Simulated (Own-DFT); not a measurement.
# Which arrangement is lower? C36Si36, 72 atoms

Everything here is calculated. The program is Own-DFT (plane waves, in-house, since retired, never reviewed by a person); positions were held fixed, and spin and spin-orbit coupling were off.

Method: PBE; PseudoDojo norm-conserving scalar-relativistic files; cutoff 42 hartree; 4 x 4 x 3 k mesh centred on Gamma; Fermi-Dirac smearing of 0.1 eV.

Known weak points: forces on such cells passed a denser k mesh, each cell not checked; stress not checked against mesh or cutoff.

All cells hold the same atoms in the same cell, with vectors in Å (9.248, 0.000, 0.000); (-4.624, 8.009, 0.000); (0.000, 0.000, 10.068). Atoms are randomly off their ideal sites, by an rms of u per axis. Free energies are per cell, over the lowest run. The arrangements:

- A: 2H SiC
- B: 4H SiC

| arrangement | u (Å) | E (eV) | P (GPa) |
|---|---|---|---|
| A | 0.0268 | 0.000 | 3.75 |
| A | 0.0318 | 0.953 | 4.04 |
| A | 0.0319 | 0.707 | 4.01 |
| A | 0.0561 | 7.535 | 6.61 |
| A | 0.0590 | 6.815 | 5.73 |
| A | 0.0602 | 7.579 | 6.50 |
| B | 0.0300 | 0.042 | 3.75 |
| B | 0.0313 | 0.170 | 3.71 |
| B | 0.0315 | 0.319 | 3.87 |
| B | 0.0599 | 7.639 | 6.36 |
| B | 0.0603 | 7.419 | 6.06 |
| B | 0.0627 | 8.400 | 6.42 |

Asked: which arrangement lies lowest after the energy of the random moves is removed?

## Answer

Fit E = a + b u², with one b for all and one a for each arrangement, and with residuals divided by u², since the noise grows with the moves. Then b = 2740 eV/Å², the scatter at u = 0.04 Å is 0.23 eV, and against A:

- B: -0.49 ± 0.10 eV (lower)

The cells share one lattice and weren't relaxed, which can shift such small differences either way.
